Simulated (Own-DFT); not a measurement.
# A change of arrangement and its cost: Ga48P48, 96 atoms

Calculated results; nothing here was measured. They come from Own-DFT, an in-house plane-wave density functional program, since retired, whose code no person has reviewed. Each row is one single-point run on a periodic cell that was not relaxed, without spin or spin-orbit coupling.

Settings of every run: PBE; PseudoDojo norm-conserving scalar-relativistic files; cutoff 42 hartree; 2 x 3 x 3 k mesh centred on Gamma; Fermi-Dirac smearing of 0.1 eV.

Known limits, some of them of some rows only: not probed for a lower state with spin; forces on such cells failed a check on a denser k mesh; forces on such cells passed a denser k mesh, each cell not checked; stress not checked against mesh or cutoff.

All cells hold the same atoms in the same cell, with vectors in Å (16.352, 0.000, 0.000); (0.000, 10.901, 0.000); (0.000, 0.000, 10.901). Every atom was moved at random from its ideal site; u is the rms move along one axis. The defect's site can differ from row to row. E is the free energy of the cell above the lowest run. The arrangements:

- A: zincblende GaP
- B: zincblende GaP, with one Ga on a P site and one P on a Ga site, 2.4 Å apart

```
arrangement   u (Å)  E (eV)  P (GPa)
          A  0.0200   0.000     2.70
          A  0.0207   0.120     2.72
          A  0.0208   0.137     2.73
          A  0.0481   3.345     3.18
          A  0.0491   3.156     3.19
          A  0.0561   4.454     3.38
          B  0.0288   4.055     2.98
          B  0.0295   3.883     2.94
          B  0.0322   4.208     2.96
          B  0.0476   6.205     3.28
          B  0.0487   6.069     3.27
          B  0.0534   7.676     3.50
```

Question: once the cost of the random moves is taken out, how do the arrangements rank?

## Worked answer

Fit E = a + b u², with one b for all and one a for each arrangement, and with residuals divided by u², since the noise grows with the moves. Then b = 1622 eV/Å², the scatter at u = 0.04 Å is 0.19 eV, and against A:

- B: 3.17 ± 0.08 eV (higher)

These are energies of unrelaxed cells. Relaxing the atoms lowers the strained arrangements most, so the gaps would shrink and small ones could change sign.
